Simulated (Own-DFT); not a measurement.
# Strain and stress in wurtzite GaN, 96 atoms (Ga48N48)

All numbers below are calculated, not measured. They come from Own-DFT, an in-house plane-wave density functional program, since retired, whose code no person has reviewed. Each row is one single-point run on a periodic cell that was not relaxed, without spin or spin-orbit coupling.

Settings of every run: PBE; PseudoDojo norm-conserving scalar-relativistic files (stringent for Ga); cutoff 96 hartree; 3 x 4 x 3 k mesh centred on Gamma; Gaussian smearing of 0.01 eV.

Known limits: forces on such cells passed a denser k mesh, each cell not checked; stress not checked against mesh or cutoff.

Unstrained cell vectors in Å: (12.756, 0.000, 0.000); (-4.784, 8.285, 0.000); (0.000, 0.000, 10.370). The unstrained cell has measured lattice constants (interpolated for alloys), not those of this functional. That, the random moves and any unrelaxed bonds set the pressure at no strain. Each run strains this cell uniformly, with the atoms carried along. Every atom was also moved at random, by a Gaussian of width 0.05 Å on each axis. Strain is the symmetric tensor, in per cent. Stress is positive in tension, and the pressure is minus a third of its trace.

```
run,e_xx (%),e_yy (%),e_zz (%),e_yz (%),e_xz (%),e_xy (%),s_xx (GPa),s_yy (GPa),s_zz (GPa),s_yz (GPa),s_xz (GPa),s_xy (GPa),P (GPa),E (meV/atom)
1,-0.88,0.56,1.75,1.40,0.75,0.26,-9.19,-5.04,0.13,2.95,1.03,1.01,4.70,24.1
2,1.62,-1.04,-0.90,1.17,-1.25,1.93,-1.48,-11.68,-12.08,1.62,-2.38,5.59,8.41,38.6
3,1.30,-1.82,-0.68,-0.87,-1.01,1.05,-3.48,-15.81,-10.06,-1.04,-1.88,2.64,9.78,29.3
4,-1.49,-0.38,0.42,1.38,0.58,0.43,-11.51,-11.00,-7.17,1.67,2.03,1.98,9.89,22.6
5,1.22,0.31,0.39,-0.72,-0.87,-0.72,-2.01,-4.47,-3.45,-0.90,-0.87,-1.33,3.31,7.2
6,1.12,1.08,1.55,1.33,0.96,0.00,0.37,-1.67,0.82,3.27,1.69,0.25,0.16,0.0
7,-1.91,1.99,-1.22,1.95,1.44,-0.90,-13.72,-2.60,-13.50,4.23,2.27,-2.18,9.94,39.7
8,-0.36,-0.59,1.40,1.06,1.44,-0.14,-7.74,-7.52,-3.08,2.44,2.28,0.13,6.11,13.3
9,-1.90,0.67,-0.58,-0.33,-0.47,-0.04,-14.05,-6.71,-11.42,-0.40,-1.10,-0.87,10.73,25.5
10,-1.91,1.90,1.67,0.64,0.18,0.39,-10.91,0.06,-0.25,1.21,0.16,1.29,3.70,8.6
11,-1.59,-1.43,-1.69,1.51,0.27,1.01,-17.18,-18.82,-17.31,3.84,0.71,2.76,17.77,64.5
12,1.63,-0.05,-0.37,-1.62,0.66,1.13,-1.61,-5.76,-8.72,-3.56,0.91,4.45,5.36,23.2
13,-1.01,-1.18,1.88,0.10,-0.64,0.77,-12.60,-12.91,-0.30,0.48,-1.58,2.35,8.61,35.6
14,-1.26,0.27,0.89,-1.21,1.54,1.79,-11.42,-7.27,-3.81,-2.55,3.12,4.64,7.50,24.6
15,-1.98,-1.85,-0.13,-0.46,-0.19,-1.65,-17.05,-19.18,-12.36,-0.41,0.25,-5.66,16.20,66.2
16,0.82,1.79,-0.59,-1.33,1.70,1.64,?,?,?,?,?,?,?,?
```

E is the free energy for each atom above the lowest run shown.

## Worked fit

Each stress component was fitted by least squares to a constant and the strains of the runs shown, as fractions, with shears doubled. Shear strains stay in the fit of a normal stress only where such slopes are resolved. The slopes, in GPa:

```
stress,at no strain,per e_xx,per e_yy,per e_zz,scatter
s_xx,-7.0,408 ± 17,115 ± 21,69 ± 22,0.93
s_yy,-7.9,117 ± 18,454 ± 22,104 ± 22,0.95
s_zz,-7.7,84 ± 15,77 ± 18,458 ± 19,0.79
```

Each shear stress against twice its own strain: yz 98 ± 8, xz 91 ± 9, xy 142 ± 8 GPa. These are stiffnesses along x, y and z of the frame in which the cell vectors are given, which need not be the crystal's axes. The atoms are held to the strained lattice; where symmetry lets them move under strain, relaxing them would lower some slopes. The table should be nearly symmetric about its diagonal, and what it lacks of that shows the noise. A ninth of its sum, 210 ± 5 GPa, estimates the bulk modulus near the mean pressure of these runs, 8.1 GPa, so it lies above the value at zero pressure.

## Withheld run

Question: what normal stresses and pressure should run 16 give?

The fit gives s_xx = -2.0, s_yy = 0.5, s_zz = -8.3 and P = 3.3 GPa. The calculation gave -3.19, -0.32, -6.19 and P = 3.23 GPa.
